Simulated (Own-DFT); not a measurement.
# What a defect does to the pressure of its cell: D0_22 TiAl3

Everything here is calculated. The program is Own-DFT (plane waves, in-house, since retired, never reviewed by a person); positions were held fixed, and spin and spin-orbit coupling were off.

Common settings: PBE; PseudoDojo norm-conserving scalar-relativistic files; cutoff 42 hartree; 4 x 4 x 4 k mesh centred on Gamma; cold (Marzari-Vanderbilt) smearing of 0.2 eV.

Limits: forces on such cells failed a check on a denser k mesh; stress not checked against mesh or cutoff.

All runs share one cell, with vectors in Å (-2.365, -6.981, 4.326); (-7.667, 3.491, 1.442); (-2.950, -3.488, -7.241) and a volume of 625.4 Å³. Atoms were moved at random from their sites; u is the rms move along one axis. The defect's site can differ from row to row.

```
                     cell   formula   u (Å)  P (GPa)
                no defect  Al30Ti10  0.0183     1.94
                no defect  Al30Ti10  0.0219     2.00
                no defect  Al30Ti10  0.0548     2.75
         two Al vacancies  Al28Ti10  0.0288     1.06
         two Al vacancies  Al28Ti10  0.0319     1.35
         two Al vacancies  Al28Ti10  0.0452     1.55
         two Al vacancies  Al28Ti10  0.0511        ?
two Ti on an Al site each  Al28Ti12  0.0311     3.34
two Ti on an Al site each  Al28Ti12  0.0468     3.65
two Ti on an Al site each  Al28Ti12  0.0521     3.94
 two Al on a Ti site each   Al32Ti8  0.0252     2.84
 two Al on a Ti site each   Al32Ti8  0.0289     2.89
 two Al on a Ti site each   Al32Ti8  0.0482     3.22
```

## Working it out

P = P0 + c u² + a shift for each defect gives P0 = 1.86 GPa, c = 293 ± 28 GPa/Å² and a scatter of 0.08 GPa. The shifts, and each times the cell's volume:

- two Ti on an Al site each: 1.21 ± 0.07 GPa, 4.7 eV (2.4 eV for each of its 2 sites)
- two Al on a Ti site each: 0.76 ± 0.07 GPa, 3.0 eV (1.5 eV for each of its 2 sites)
- two Al vacancies: -0.92 ± 0.07 GPa, -3.6 eV (-1.8 eV for each of its 2 sites)

A positive shift means that the defect pushes the cell outwards. Shift times volume (160.2 GPa Å³ is 1 eV) depends little on the cell's size, so, taken for each site, it can be compared between cells at like pressure. The atoms around the defects weren't relaxed, which would change these numbers.

## Withheld run

Question: what pressure belongs in the blank (two Al vacancies, u = 0.0511 Å)?

The fitted form gives 1.71 ± 0.10 GPa. The run itself gave 1.60 GPa.
